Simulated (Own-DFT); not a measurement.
# Point defects and the pressure they add: D0_22 TiAl3

Everything here is calculated. The program is Own-DFT (plane waves, in-house, since retired, never reviewed by a person); positions were held fixed, and spin and spin-orbit coupling were off.

Method: PBE; PseudoDojo norm-conserving scalar-relativistic files; cutoff 42 hartree; 4 x 4 x 4 k mesh centred on Gamma; cold (Marzari-Vanderbilt) smearing of 0.2 eV.

Known weak points: forces on such cells failed a check on a denser k mesh; stress not checked against mesh or cutoff.

All runs share one cell, with vectors in Å (-2.365, -6.981, 4.326); (-7.667, 3.491, 1.442); (-2.950, -3.488, -7.241) and a volume of 625.4 Å³. The atoms are randomly displaced, by u rms on each axis. The defect's site can differ from row to row.

| cell | formula | u (Å) | P (GPa) |
|---|---|---|---|
| no defect | Al30Ti10 | 0.0210 | 2.00 |
| no defect | Al30Ti10 | 0.0212 | 1.99 |
| no defect | Al30Ti10 | 0.0537 | 2.81 |
| two Al vacancies | Al28Ti10 | 0.0284 | 1.28 |
| two Al vacancies | Al28Ti10 | 0.0296 | 1.27 |
| two Al vacancies | Al28Ti10 | 0.0489 | ? |
| two Al vacancies | Al28Ti10 | 0.0520 | 2.04 |
| two Al on a Ti site each | Al32Ti8 | 0.0296 | 2.93 |
| two Al on a Ti site each | Al32Ti8 | 0.0489 | 3.33 |
| two Al on a Ti site each | Al32Ti8 | 0.0500 | 3.39 |
| two Ti on an Al site each | Al28Ti12 | 0.0259 | 3.26 |
| two Ti on an Al site each | Al28Ti12 | 0.0308 | 3.15 |
| two Ti on an Al site each | Al28Ti12 | 0.0586 | 4.03 |

## Fit

P = P0 + c u² + a shift for each defect gives P0 = 1.85 GPa, c = 331 ± 22 GPa/Å² and a scatter of 0.08 GPa. The shifts, and each times the cell's volume:

- two Ti on an Al site each: 1.07 ± 0.06 GPa, 4.2 eV (2.1 eV for each of its 2 sites)
- two Al on a Ti site each: 0.73 ± 0.07 GPa, 2.9 eV (1.4 eV for each of its 2 sites)
- two Al vacancies: -0.81 ± 0.06 GPa, -3.1 eV (-1.6 eV for each of its 2 sites)

Positive is outwards. The product with the volume (160.2 GPa Å³ to the eV) is nearly free of the cell's size; divided by the bulk modulus at the cell's pressure it gives the volume that the defect adds. The atoms around the defects weren't relaxed, which would change these numbers.

## Check

Asked: what pressure belongs in the blank (two Al vacancies, u = 0.0489 Å)?

The fit gives 1.84 ± 0.09 GPa. The calculation gave 1.61 GPa.
